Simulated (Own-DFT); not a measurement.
GaP (zincblende, strained, atoms displaced), GaP (zincblende, atoms displaced) (calculated)

A calculation, not a measurement: plane-wave PBE density functional theory by an unreviewed code, no spin, of a simulated periodic cell, stress positive in tension, free energy of the whole cell less one offset for each atom, forces on such cells passed a denser k mesh, this cell's mesh not checked; offsets are fitted by least squares, one for each functional and potential file, so energies compare only between cells with the same atoms and settings and are not formation energies; the far tail of each file's local potential was reset to the Coulomb form; each entry is a single point on an unrelaxed cell, so the pressure reflects the starting lattice, mostly measured values (interpolated for alloys), from which strain is counted, and rises with the displacements; printed positions are rounded, which can move forces by about a meV/angstrom; the program, named Own-DFT, is a retired in-house code; no spin-orbit coupling. Program: Own-DFT development build.

Settings shared by all entries: functional PBE; potential files PseudoDojo norm-conserving, scalar-relativistic, standard set; wave cutoff 42 hartree; occupations Fermi-Dirac; smearing width 0.1 eV.

(1) GaP (zincblende, strained, atoms displaced)

```
GaP
1.0
     10.8620     0.0000     0.0000
      0.0000    10.8620     0.0000
      0.0000     0.0000    10.9361
Ga P Ga P Ga P Ga P Ga P Ga P Ga P Ga P
4 4 4 4 4 4 4 4 4 4 4 4 4 4 4 4
Direct
  0.99809 0.99747 0.99899
  0.00121 0.25128 0.25551
  0.24656 0.99878 0.25034
  0.24904 0.25028 0.00125
  0.12511 0.12268 0.12610
  0.12410 0.37428 0.37085
  0.37309 0.12411 0.37429
  0.37281 0.37384 0.12423
  0.99986 0.00082 0.50441
  0.99924 0.25410 0.74892
  0.24627 0.99682 0.74720
  0.24387 0.25031 0.49445
  0.12242 0.12658 0.62381
  0.12651 0.37626 0.87819
  0.37350 0.12382 0.87641
  0.37438 0.37456 0.62200
  0.99885 0.50165 0.00274
  0.00208 0.74797 0.25032
  0.24988 0.49851 0.24777
  0.25097 0.75218 0.00176
  0.12664 0.63319 0.12190
  0.12946 0.87624 0.37264
  0.37123 0.62643 0.37603
  0.37183 0.87309 0.12430
  0.99577 0.49925 0.50038
  0.99721 0.74959 0.74962
  0.24878 0.49891 0.75082
  0.24525 0.75045 0.50231
  0.12614 0.62871 0.62392
  0.12853 0.87858 0.88039
  0.37190 0.62424 0.87352
  0.37272 0.87392 0.62918
  0.50295 0.00282 0.99993
  0.50059 0.24739 0.24868
  0.74891 0.00052 0.25154
  0.74963 0.24817 0.00110
  0.62598 0.12336 0.12740
  0.62222 0.37703 0.37557
  0.87558 0.12432 0.37330
  0.87609 0.37513 0.12572
  0.50051 0.99624 0.50000
  0.49878 0.25086 0.75274
  0.75197 0.99995 0.74642
  0.74920 0.25365 0.50136
  0.62423 0.12484 0.62511
  0.62222 0.37687 0.88194
  0.87296 0.12239 0.87914
  0.87850 0.37400 0.62414
  0.50040 0.50040 0.99892
  0.49298 0.74801 0.25219
  0.75553 0.50103 0.24738
  0.75245 0.75105 0.99405
  0.62772 0.62697 0.12580
  0.62836 0.88075 0.37535
  0.87757 0.62684 0.37654
  0.87739 0.87158 0.13070
  0.49752 0.50031 0.49637
  0.49966 0.75296 0.74474
  0.75071 0.49521 0.74539
  0.74798 0.74936 0.50012
  0.62565 0.62060 0.62442
  0.62191 0.87239 0.87300
  0.87857 0.62964 0.87662
  0.87818 0.87309 0.62744
```

Here we set k mesh 3 x 3 x 3 centred on Gamma.

Results for GaP (zincblende, strained, atoms displaced): free energy of cell above offsets -35.141 eV; pressure 3.17 GPa; stress xx -3.34 GPa; stress yy -3.34 GPa; stress zz -2.82 GPa; stress yz 0.33 GPa; stress xz 0.16 GPa; stress xy 0.3 GPa.

Force:
| element | x (eV/Å) | y (eV/Å) | z (eV/Å) |
| --- | --- | --- | --- |
| Ga | 0.097 | 0.117 | 0.628 |
| Ga | -0.184 | -0.488 | -0.872 |
| Ga | 0.613 | 0.233 | -0.311 |
| Ga | -0.021 | -0.371 | 0.023 |
| P | -0.405 | 0.373 | -0.113 |
| P | -0.084 | 0.746 | 0.545 |
| P | 0.15 | -0.146 | 0.079 |
| P | 0.481 | 0.087 | 0.043 |
| Ga | 0.011 | -0.256 | -0.686 |
| Ga | 0.213 | -0.562 | 0.748 |
| Ga | 0.139 | 0.622 | 0.428 |
| Ga | 0.603 | -0.096 | 0.392 |
| P | 0.235 | 0.088 | 0.274 |
| P | -0.45 | -0.028 | -0.231 |
| P | -0.094 | 0.044 | -0.276 |
| P | -0.253 | -0.123 | 0.136 |
| Ga | 0.295 | 0.153 | -0.087 |
| Ga | 0.194 | 0.223 | 0.331 |
| Ga | -0.125 | 0.457 | -0.146 |
| Ga | 0.25 | -0.119 | -0.584 |
| P | -0.16 | -1.141 | 0.431 |
| P | -0.896 | -0.172 | 0.669 |
| P | -0.15 | -0.26 | 0.156 |
| P | 0.635 | 0.595 | 0.2 |
| Ga | 0.805 | 0.304 | -0.153 |
| Ga | 0.931 | 0.251 | 0.4 |
| Ga | 0.094 | 0.053 | -0.321 |
| Ga | 0.531 | 0.299 | -0.318 |
| P | -0.59 | -0.787 | 0.358 |
| P | -0.563 | -0.529 | -0.756 |
| P | 0.433 | 0.299 | 0.046 |
| P | 0.029 | 0.14 | -0.901 |
| Ga | -0.389 | -0.478 | 0.045 |
| Ga | -0.249 | 0.254 | 0.24 |
| Ga | 0.538 | -0.008 | -0.31 |
| Ga | -0.034 | 0.191 | 0.154 |
| P | 0.051 | 0.134 | -0.202 |
| P | 0.498 | -0.094 | -0.46 |
| P | -0.188 | 0.173 | 0.587 |
| P | 0.132 | -0.333 | -0.041 |
| Ga | -0.356 | 0.444 | 0.172 |
| Ga | -0.008 | -0.04 | -0.081 |
| Ga | -0.312 | -0.08 | 0.397 |
| Ga | -0.104 | -0.455 | -0.333 |
| P | 0.015 | 0.183 | 0.051 |
| P | 0.626 | -0.414 | -0.937 |
| P | 0.181 | 0.362 | -0.68 |
| P | -0.457 | 0.015 | 0.015 |
| Ga | -0.385 | 0.552 | 0.558 |
| Ga | 0.787 | 0.38 | -0.225 |
| Ga | -0.54 | 0.076 | 0.387 |
| Ga | -0.301 | 0.209 | 0.756 |
| P | -0.284 | 0.029 | -0.116 |
| P | -0.636 | -1.041 | 0.017 |
| P | -0.291 | -0.126 | -0.139 |
| P | -0.497 | 0.353 | -0.615 |
| Ga | -0.07 | 0.081 | 0.258 |
| Ga | 0.01 | -0.836 | 0.553 |
| Ga | 0.048 | 0.367 | 0.913 |
| Ga | 0.176 | 0.133 | 0.071 |
| P | -0.249 | 0.363 | -0.16 |
| P | 0.434 | 0.505 | -0.047 |
| P | -0.42 | -1.028 | -0.501 |
| P | -0.488 | 0.121 | -0.46 |

(2) GaP (zincblende, strained, atoms displaced)

```
GaP
1.0
     10.8620     0.0000     0.0000
      0.0000    10.8620     0.0000
      0.0000     0.0000    10.9361
Ga P Ga P Ga P Ga P Ga P Ga P Ga P Ga P
4 4 4 4 4 4 4 4 4 4 4 4 4 4 4 4
Direct
  0.00549 0.99647 0.00507
  0.99759 0.25237 0.25191
  0.24982 0.00435 0.25043
  0.25064 0.24818 0.00258
  0.12115 0.12046 0.12494
  0.12431 0.36994 0.37226
  0.37618 0.12289 0.37516
  0.37425 0.37123 0.12449
  0.00284 0.00339 0.50501
  0.00187 0.24658 0.74558
  0.24973 0.99981 0.75106
  0.25016 0.25520 0.50116
  0.12912 0.13088 0.62509
  0.12210 0.37193 0.87630
  0.37574 0.12349 0.87698
  0.36936 0.37184 0.62362
  0.00021 0.49623 0.99946
  0.00050 0.74927 0.24639
  0.24913 0.49790 0.25633
  0.24833 0.75189 0.99755
  0.12199 0.62941 0.12152
  0.12695 0.88159 0.37642
  0.37779 0.62407 0.37642
  0.37701 0.87294 0.12053
  0.00020 0.49673 0.50075
  0.99486 0.75418 0.75436
  0.24983 0.49913 0.74753
  0.24654 0.74951 0.50119
  0.13008 0.62526 0.63019
  0.12613 0.87432 0.87452
  0.38136 0.62613 0.87589
  0.37305 0.87322 0.62372
  0.50287 0.00146 0.99888
  0.49829 0.24691 0.25082
  0.74827 0.00115 0.24674
  0.74706 0.24810 0.99760
  0.62603 0.12406 0.12481
  0.62577 0.37210 0.37300
  0.87318 0.12318 0.37398
  0.87700 0.37486 0.12090
  0.49940 0.99822 0.50085
  0.49797 0.25092 0.74771
  0.74716 0.00061 0.74860
  0.74942 0.25027 0.50347
  0.62733 0.12540 0.62304
  0.62162 0.37459 0.88020
  0.87481 0.12649 0.87610
  0.87771 0.37540 0.62325
  0.50315 0.49675 0.99375
  0.50298 0.74863 0.25196
  0.74847 0.50279 0.24885
  0.75570 0.75209 0.00051
  0.62371 0.62690 0.12270
  0.62801 0.87269 0.37660
  0.87619 0.62617 0.37654
  0.87562 0.87631 0.12241
  0.49832 0.49907 0.49838
  0.50014 0.75626 0.75014
  0.74855 0.50510 0.74740
  0.75112 0.74769 0.49953
  0.62272 0.62417 0.62709
  0.62187 0.87510 0.87130
  0.87111 0.62227 0.87336
  0.87791 0.87395 0.61862
```

Settings of this run: k mesh 3 x 3 x 3 centred on Gamma.

It finds free energy of cell above offsets -35.049 eV; pressure 3.2 GPa; stress xx -3.39 GPa; stress yy -3.37 GPa; stress zz -2.85 GPa; stress yz 0.05 GPa; stress xz -0.27 GPa; stress xy -0.19 GPa.

Force:
| element | x (eV/Å) | y (eV/Å) | z (eV/Å) |
| --- | --- | --- | --- |
| Ga | -0.616 | 0.157 | -0.895 |
| Ga | -0.24 | -0.607 | -0.505 |
| Ga | 0.336 | -0.561 | -0.369 |
| Ga | -0.371 | -0.172 | -0.19 |
| P | 0.48 | 0.944 | 0.448 |
| P | -0.051 | 0.545 | 0.489 |
| P | -0.185 | 0.333 | 0.336 |
| P | 0.138 | 0.615 | 0.193 |
| Ga | -0.018 | 0.167 | -0.534 |
| Ga | -0.419 | 0.384 | 0.624 |
| Ga | 0.178 | 0.117 | -0.127 |
| Ga | 0.015 | -0.776 | -0.734 |
| P | 0.007 | -0.723 | -0.023 |
| P | 0.542 | 0.082 | -0.333 |
| P | -0.072 | 0.197 | -0.291 |
| P | 0.907 | 0.67 | 0.226 |
| Ga | 0.013 | 0.5 | -0.19 |
| Ga | -0.057 | 0.489 | 0.621 |
| Ga | 0.116 | 0.34 | -0.873 |
| Ga | 0.501 | -0.396 | 0.064 |
| P | 0.532 | -0.815 | 0.249 |
| P | -0.283 | -0.684 | -0.187 |
| P | -0.529 | 0.273 | -0.068 |
| P | -0.115 | 0.343 | 0.672 |
| Ga | 0.466 | 0.54 | -0.114 |
| Ga | 0.281 | -0.471 | -0.393 |
| Ga | 0.269 | -0.07 | 0.944 |
| Ga | 0.206 | -0.001 | -0.355 |
| P | -1.119 | 0.141 | -0.42 |
| P | -0.264 | 0.237 | -0.105 |
| P | -0.775 | -0.127 | -0.358 |
| P | 0.005 | 0.308 | 0.099 |
| Ga | -0.161 | -0.266 | 0.078 |
| Ga | 0.15 | 0.128 | -0.139 |
| Ga | 0.208 | -0.331 | 0.32 |
| Ga | 0.366 | 0.14 | 0.291 |
| P | -0.242 | 0.188 | -0.041 |
| P | -0.072 | 0.258 | 0.18 |
| P | 0.131 | 0.196 | 0.317 |
| P | -0.639 | -0.069 | 0.52 |
| Ga | 0.166 | -0.037 | -0.074 |
| Ga | 0.115 | -0.223 | 0.231 |
| Ga | 0.582 | -0.176 | 0.052 |
| Ga | 0.278 | 0.074 | -0.598 |
| P | -0.604 | 0.002 | 0.247 |
| P | 0.76 | -0.35 | -1.461 |
| P | 0.275 | -0.585 | -0.227 |
| P | -0.482 | -0.065 | 0.469 |
| Ga | -0.687 | 0.551 | 1.172 |
| Ga | -0.275 | 0.195 | -0.292 |
| Ga | 0.24 | -0.189 | -0.107 |
| Ga | -0.754 | -0.177 | -0.345 |
| P | 0.235 | -0.19 | -0.086 |
| P | -0.203 | 0.299 | -0.184 |
| P | 0.168 | -0.322 | -0.313 |
| P | -0.028 | -0.024 | 0.477 |
| Ga | 0.263 | -0.359 | 0.237 |
| Ga | -0.249 | -0.652 | -0.24 |
| Ga | -0.083 | -0.916 | 0.193 |
| Ga | -0.12 | -0.115 | 0.178 |
| P | -0.169 | 0.343 | -0.47 |
| P | 0.832 | 0.198 | 0.572 |
| P | 0.546 | 0.247 | 0.341 |
| P | -0.426 | 0.243 | 0.798 |

(3) GaP (zincblende, strained, atoms displaced)

```
GaP
1.0
     10.8620     0.0000     0.0000
      0.0000    10.8620     0.0000
      0.0000     0.0000    10.9361
Ga P Ga P Ga P Ga P Ga P Ga P Ga P Ga P
4 4 4 4 4 4 4 4 4 4 4 4 4 4 4 4
Direct
  0.00100 0.99949 0.99726
  0.00096 0.24748 0.25088
  0.25087 0.99897 0.24892
  0.25563 0.24800 0.99749
  0.12719 0.12831 0.12978
  0.12464 0.37882 0.37529
  0.37524 0.12732 0.37143
  0.37383 0.37299 0.12942
  0.99998 0.99921 0.49930
  0.99943 0.24353 0.74748
  0.25798 0.99925 0.75064
  0.25641 0.24573 0.50464
  0.12790 0.12308 0.62315
  0.12847 0.37162 0.87688
  0.38151 0.12214 0.87909
  0.37385 0.37484 0.62584
  0.99999 0.49716 0.00156
  0.00480 0.74989 0.24638
  0.24763 0.49705 0.25089
  0.25081 0.74511 0.00279
  0.12179 0.62488 0.12214
  0.12013 0.87976 0.37607
  0.38005 0.62512 0.37797
  0.37307 0.87719 0.12462
  0.99899 0.50016 0.49789
  0.99709 0.75031 0.75264
  0.24985 0.49896 0.74947
  0.24871 0.75015 0.50280
  0.12687 0.62370 0.62880
  0.12578 0.87422 0.88308
  0.37674 0.62767 0.87595
  0.37478 0.87612 0.62609
  0.50041 0.00214 0.99911
  0.50278 0.24730 0.24805
  0.74571 0.99933 0.25053
  0.74785 0.25158 0.99578
  0.62731 0.12183 0.12782
  0.62506 0.37229 0.37529
  0.87738 0.11816 0.37458
  0.87067 0.37267 0.12811
  0.50081 0.00632 0.49654
  0.49574 0.24831 0.75186
  0.75169 0.99997 0.74935
  0.75010 0.24926 0.49769
  0.62557 0.12230 0.62731
  0.62651 0.37686 0.87698
  0.87585 0.13070 0.87197
  0.87031 0.37696 0.62510
  0.49878 0.50045 0.99732
  0.49290 0.75002 0.25070
  0.74918 0.50087 0.25026
  0.74952 0.75113 0.99577
  0.62451 0.61920 0.12947
  0.62115 0.87235 0.37856
  0.87908 0.62198 0.37581
  0.87845 0.87640 0.12594
  0.49767 0.50051 0.49879
  0.49426 0.75005 0.75036
  0.74713 0.49701 0.75364
  0.75284 0.75208 0.50207
  0.62125 0.62509 0.62357
  0.62533 0.87183 0.87326
  0.87219 0.62548 0.87892
  0.87584 0.87483 0.62766
```

It was run with k mesh 3 x 3 x 3 centred on Gamma.

The calculation gives: free energy of cell above offsets -35.014 eV; pressure 3.19 GPa; stress xx -3.35 GPa; stress yy -3.36 GPa; stress zz -2.87 GPa; stress yz 0.2 GPa; stress xz 0.11 GPa; stress xy 0.66 GPa.

Force:
| element | x (eV/Å) | y (eV/Å) | z (eV/Å) |
| --- | --- | --- | --- |
| Ga | -0.112 | 0.661 | 0.593 |
| Ga | -0.195 | 0.383 | 0.238 |
| Ga | -0.316 | 0.164 | 0.308 |
| Ga | -0.326 | 0.037 | 0.617 |
| P | 0.016 | -0.393 | -0.918 |
| P | 0.104 | -0.971 | 0.45 |
| P | 0.016 | -0.261 | 0.159 |
| P | 0.328 | 0.177 | -0.658 |
| Ga | -0.126 | 0.045 | 0.537 |
| Ga | 0.376 | 1.032 | -0.341 |
| Ga | -0.864 | -0.063 | 0.405 |
| Ga | -0.644 | 0.523 | -0.662 |
| P | -0.01 | -0.254 | 0.334 |
| P | -0.399 | 0.046 | -0.359 |
| P | -0.703 | 0.337 | -0.519 |
| P | 0.322 | 0.055 | 0.101 |
| Ga | -0.314 | -0.246 | -0.125 |
| Ga | -0.49 | 0.095 | 0.486 |
| Ga | 0.228 | 0.665 | -0.019 |
| Ga | -0.043 | 0.381 | -0.017 |
| P | 0.626 | -0.446 | 0.383 |
| P | 0.912 | -0.838 | -0.238 |
| P | -1.335 | -0.017 | -0.317 |
| P | 0.181 | -0.306 | -0.158 |
| Ga | 0.224 | -0.128 | 0.701 |
| Ga | 0.457 | -0.129 | 0.244 |
| Ga | 0.053 | 0.017 | 0.448 |
| Ga | -0.066 | 0.104 | -0.277 |
| P | -0.553 | 0.179 | -0.266 |
| P | 0.359 | -0.05 | -1.068 |
| P | -0.43 | -0.52 | -0.09 |
| P | 0.265 | 0.094 | -0.556 |
| Ga | 0.7 | -0.776 | 0.48 |
| Ga | -0.011 | 0.335 | 0.109 |
| Ga | 0.476 | -0.68 | 0.313 |
| Ga | 0.202 | -0.23 | 0.65 |
| P | -0.162 | 0.399 | -0.785 |
| P | -0.145 | 0.245 | -0.057 |
| P | -0.453 | 0.71 | 0.029 |
| P | 0.419 | -0.053 | -0.268 |
| Ga | -0.146 | -0.45 | 0.338 |
| Ga | 0.739 | 0.285 | -0.165 |
| Ga | -0.1 | -0.042 | 0.303 |
| Ga | 0.126 | -0.3 | 0.202 |
| P | -0.108 | 0.524 | -0.188 |
| P | -0.849 | -0.436 | -0.263 |
| P | -0.264 | -0.924 | 0.484 |
| P | 0.597 | -0.331 | -0.004 |
| Ga | 0.003 | -0.169 | 0.691 |
| Ga | 0.772 | 0.021 | -0.242 |
| Ga | 0.183 | -0.292 | 0.467 |
| Ga | -0.106 | -0.103 | 1.124 |
| P | -0.297 | 1.052 | -0.629 |
| P | 0.261 | 0.149 | -0.389 |
| P | -0.467 | 0.794 | -0.372 |
| P | -0.639 | -0.089 | -0.229 |
| Ga | 0.53 | -0.469 | 0.228 |
| Ga | 0.628 | 0.073 | -0.301 |
| Ga | 0.138 | 0.729 | -0.457 |
| Ga | -0.184 | -0.446 | -0.188 |
| P | 0.351 | -0.034 | 0.38 |
| P | -0.259 | 0.505 | -0.007 |
| P | 0.362 | -0.51 | -0.48 |
| P | 0.162 | 0.141 | -0.188 |

(4) GaP (zincblende, atoms displaced)

```
GaP
1.0
     16.3515     0.0000     0.0000
      0.0000    10.9010     0.0000
      0.0000     0.0000    10.9010
Ga P Ga P Ga P Ga P Ga P Ga P Ga P Ga P Ga P Ga P Ga P Ga P
4 4 4 4 4 4 4 4 4 4 4 4 4 4 4 4 4 4 4 4 4 4 4 4
Direct
  0.99850 0.99511 0.00182
  0.99861 0.24536 0.25385
  0.16372 0.00304 0.25026
  0.16787 0.24850 0.99528
  0.08559 0.12729 0.12597
  0.08171 0.37700 0.36956
  0.24970 0.13025 0.37258
  0.25011 0.37280 0.12925
  0.99939 0.00910 0.49895
  0.00093 0.24511 0.75039
  0.16791 0.00732 0.76057
  0.16460 0.24814 0.50757
  0.08390 0.12322 0.62896
  0.08074 0.37841 0.87396
  0.25119 0.12607 0.87398
  0.24912 0.37578 0.62669
  0.00508 0.49824 0.99834
  0.99894 0.75000 0.24741
  0.16859 0.50017 0.24900
  0.16919 0.74736 0.99817
  0.08179 0.62359 0.12891
  0.08255 0.86763 0.36787
  0.25052 0.62348 0.37204
  0.24633 0.87202 0.12225
  0.00026 0.49964 0.49922
  0.00298 0.75662 0.74849
  0.16539 0.50144 0.74494
  0.16194 0.74902 0.49701
  0.08352 0.63180 0.62722
  0.08696 0.87628 0.86645
  0.25003 0.62375 0.87163
  0.25299 0.87265 0.62014
  0.33539 0.99933 0.99892
  0.33351 0.25119 0.24691
  0.50165 0.00916 0.24777
  0.50279 0.24961 0.00229
  0.42054 0.11587 0.12070
  0.41404 0.38723 0.37367
  0.57978 0.12181 0.37602
  0.58454 0.37455 0.12643
  0.33483 0.00932 0.49614
  0.34044 0.24948 0.75277
  0.49774 0.99809 0.75619
  0.50252 0.24877 0.49783
  0.41668 0.13055 0.61738
  0.41324 0.38324 0.88184
  0.58315 0.12908 0.87579
  0.57825 0.37013 0.62038
  0.33451 0.49101 0.99164
  0.33602 0.75337 0.24752
  0.49943 0.50308 0.25156
  0.50058 0.75538 0.99774
  0.41128 0.62001 0.12639
  0.41643 0.86927 0.38261
  0.58105 0.62825 0.37353
  0.58702 0.87361 0.12514
  0.33576 0.50555 0.48895
  0.32980 0.74694 0.75283
  0.50398 0.50283 0.74935
  0.49933 0.75001 0.50036
  0.42027 0.63359 0.62037
  0.41665 0.86672 0.87077
  0.58590 0.62658 0.87464
  0.58241 0.87547 0.62107
  0.66903 0.99679 0.00021
  0.66912 0.26054 0.24631
  0.83061 0.00029 0.24714
  0.83032 0.24800 0.00191
  0.74557 0.11587 0.11796
  0.74808 0.37525 0.36917
  0.91767 0.12799 0.37719
  0.91376 0.37653 0.13114
  0.66909 0.00554 0.49236
  0.67046 0.25232 0.74950
  0.82857 0.99762 0.73970
  0.83075 0.25677 0.49981
  0.74291 0.12905 0.63249
  0.74227 0.37277 0.87455
  0.91618 0.12243 0.87438
  0.91949 0.37531 0.62606
  0.66042 0.50018 0.00082
  0.66832 0.75147 0.24826
  0.83275 0.50403 0.24905
  0.83586 0.75200 0.99551
  0.74967 0.62287 0.13094
  0.74715 0.87404 0.37413
  0.91700 0.61941 0.38302
  0.91854 0.87727 0.12616
  0.66508 0.50356 0.49812
  0.66390 0.75753 0.75377
  0.83553 0.50576 0.75000
  0.83343 0.75268 0.50308
  0.74985 0.63195 0.61879
  0.74961 0.87073 0.87516
  0.91474 0.62275 0.87777
  0.91255 0.87696 0.62412
```

Settings of this run: hardware one NVIDIA H200 and k mesh 2 x 3 x 3 centred on Gamma.

Results for GaP (zincblende, atoms displaced): free energy of cell above offsets -50.203 eV; pressure 3.23 GPa; stress xx -3.25 GPa; stress yy -3.21 GPa; stress zz -3.23 GPa; stress yz -0.59 GPa; stress xz -0.37 GPa; stress xy 0.15 GPa; wall time 973.6 s.

Force:
| element | x (eV/Å) | y (eV/Å) | z (eV/Å) |
| --- | --- | --- | --- |
| Ga | 0.835 | 0.598 | -0.509 |
| Ga | 0.205 | 0.673 | -0.655 |
| Ga | 0.558 | -0.421 | 0.049 |
| Ga | -0.158 | 0.582 | 0.471 |
| P | -0.763 | -0.142 | -0.526 |
| P | 0.398 | -0.365 | 0.752 |
| P | -0.269 | -0.302 | 0.184 |
| P | -0.153 | 0.13 | -1.233 |
| Ga | 0.246 | -1.296 | 0.082 |
| Ga | -0.362 | 0.364 | 0.219 |
| Ga | 0.452 | -0.865 | -1.659 |
| Ga | 0.158 | 0.61 | -0.774 |
| P | 0.07 | -0.151 | -0.06 |
| P | 0.841 | -0.746 | -0.474 |
| P | 0.893 | 0.359 | 0.392 |
| P | 0.769 | 0.063 | -0.271 |
| Ga | -1.201 | 0.212 | 0.77 |
| Ga | -0.512 | -0.643 | 0.374 |
| Ga | -0.194 | -0.044 | 0.14 |
| Ga | -0.702 | -0.187 | -0.114 |
| P | 0.51 | 0.144 | -0.7 |
| P | -0.238 | 1.305 | 0.762 |
| P | -0.42 | 0.802 | -0.055 |
| P | 0.737 | 0.761 | 0.388 |
| Ga | 0.632 | -0.135 | 0.447 |
| Ga | -1.018 | -0.389 | 0.096 |
| Ga | 0.051 | -0.019 | 0.287 |
| Ga | 1.074 | 0.091 | 0.009 |
| P | -0.437 | -0.775 | -0.446 |
| P | -0.454 | -0.135 | 1.558 |
| P | -0.217 | -0.657 | 0.454 |
| P | -0.688 | 0.783 | 0.335 |
| Ga | -0.478 | -0.758 | -0.185 |
| Ga | 0.645 | -0.186 | 0.179 |
| Ga | -0.093 | -1.984 | 0.431 |
| Ga | -0.487 | 0.252 | -0.131 |
| P | -0.786 | 1.428 | 0.117 |
| P | 1.013 | -2.143 | -0.461 |
| P | 1.076 | 1.127 | -0.558 |
| P | -0.903 | 0.395 | 0.093 |
| Ga | -0.458 | -0.873 | 0.023 |
| Ga | -0.807 | 0.446 | -0.351 |
| Ga | 0.3 | 0.389 | -0.912 |
| Ga | -1.003 | 0.438 | -0.647 |
| P | 0.406 | -0.479 | 1.056 |
| P | 2.518 | -1.905 | -1.749 |
| P | 0.268 | -0.574 | -0.232 |
| P | 1.336 | 0.728 | 0.713 |
| Ga | -1.929 | 1.766 | 2.012 |
| Ga | -0.601 | -0.093 | 0.231 |
| Ga | 0.063 | 0.064 | -0.436 |
| Ga | -0.091 | -0.933 | 0.709 |
| P | 0.899 | 0.426 | -0.849 |
| P | 0.073 | 1.347 | -1.237 |
| P | 0.436 | 0.059 | -0.078 |
| P | -0.71 | 0.393 | -0.028 |
| Ga | -0.7 | 0.335 | 1.789 |
| Ga | 0.435 | 0.124 | -1.031 |
| Ga | -0.735 | 0.038 | -0.225 |
| Ga | 0.74 | 0.265 | -0.149 |
| P | -0.95 | -1.348 | 0.99 |
| P | -0.444 | 0.83 | 0.396 |
| P | -0.558 | 0.191 | 0.077 |
| P | 0.223 | 0.648 | 0.282 |
| Ga | -1.031 | -0.391 | -0.909 |
| Ga | -0.443 | -1.806 | -0.012 |
| Ga | 0.244 | 0.029 | 0.375 |
| Ga | 0.188 | 0.205 | -0.223 |
| P | 0.81 | 1.481 | 1.234 |
| P | 0.462 | 0.658 | 0.876 |
| P | -1.173 | -0.235 | -0.131 |
| P | 0.501 | -0.418 | -0.817 |
| Ga | -0.526 | -0.374 | 0.849 |
| Ga | -1.976 | 0.315 | 0.131 |
| Ga | 0.142 | 0.354 | 1.147 |
| Ga | 0.073 | -0.364 | 0.347 |
| P | 1.318 | -0.585 | -1.785 |
| P | 1.522 | 1.024 | 0.485 |
| P | -0.417 | -0.15 | -0.065 |
| P | -0.443 | -0.047 | 0.128 |
| Ga | 0.917 | 0.151 | 0.151 |
| Ga | -0.409 | -0.432 | 0.241 |
| Ga | 0.28 | -0.219 | 0.591 |
| Ga | -0.35 | -0.293 | 0.89 |
| P | -0.059 | 0.458 | -1.228 |
| P | 0.883 | 0.226 | 0.034 |
| P | -0.424 | 1.078 | -0.924 |
| P | -0.73 | -0.474 | 0.018 |
| Ga | -0.167 | -0.26 | 0.048 |
| Ga | 0.187 | -0.553 | -0.886 |
| Ga | -0.861 | -0.606 | -0.352 |
| Ga | 0.062 | -0.104 | -0.827 |
| P | -0.466 | -0.63 | 1.069 |
| P | 0.295 | 0.693 | -0.161 |
| P | 1.174 | 0.463 | -0.193 |
| P | 1.077 | 0.186 | -0.235 |
